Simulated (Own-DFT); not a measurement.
# Misfit strain and the stress it brings: diamond-structure SiGeSn with randomly placed atoms, 64 atoms (Ge48Si8Sn8)

No measurement is shown. These are fixed-geometry runs of a retired plane-wave code named Own-DFT, which no person has reviewed; spin and spin-orbit coupling are neglected.

Method: PBE; PseudoDojo norm-conserving scalar-relativistic files; cutoff 49 hartree; 3 x 3 x 3 k mesh centred on Gamma; Fermi-Dirac smearing of 0.1 eV.

Keep in mind: forces on such cells moved up to 12 meV/angstrom on a denser k mesh; stress not checked against mesh or cutoff.

Unstrained cell vectors in Å: (11.467, 0.000, 0.000); (0.000, 11.467, 0.000); (0.000, 0.000, 11.467). The unstrained cell has measured lattice constants (interpolated for alloys), not those of this functional. That, the random moves and any unrelaxed bonds set the pressure at no strain. Each run strains x and y alike by e, as a substrate would, and holds the height along z. Each atom got a random Gaussian move of width 0.05 Å along each axis. The random placing of the alloy's atoms differs from row to row. Stress is positive in tension.

| e (%) | u (Å) | (s_xx + s_yy)/2 (GPa) | s_zz (GPa) |
|---|---|---|---|
| -2.75 | 0.049 | -10.10 | -8.35 |
| -2.50 | 0.049 | -10.20 | -8.76 |
| -1.50 | 0.048 | -7.76 | -6.91 |
| -1.25 | 0.046 | -7.20 | -6.29 |
| -1.00 | 0.052 | ? | ? |
| -0.75 | 0.051 | -6.34 | -5.80 |
| 2.25 | 0.049 | -1.33 | -2.74 |
| 2.50 | 0.049 | -1.10 | -2.45 |
| 2.75 | 0.049 | -0.71 | -2.31 |
| 3.00 | 0.051 | -0.34 | -1.89 |

## Worked fit

With e as a fraction, the in-plane stress is -5.0 + 176 e - 757 e² GPa (errors 3 and 251, scatter 0.19), and s_zz is -4.9 + 117 e - 720 e² GPa (slope ± 4, scatter 0.26). At e = 0 the first slope is C11 + C12 and the second 2 C12, both with the ions held to the strained lattice and at the cell's own pressure. The term in e² is negative: the layer stiffens under compression and softens under tension. A free layer would change its height as e changes, and the in-plane slope would drop by 2 C12²/C11 to the biaxial modulus. At fixed height, a misfit of 1 % moves the in-plane stress by about 1.8 GPa and s_zz by 1.2 GPa.

## Prediction

The question: what are the two stresses at e = -1.00 %?

The fit gives -6.8 and -6.2 GPa. The calculation gave -6.87 and -6.34 GPa.
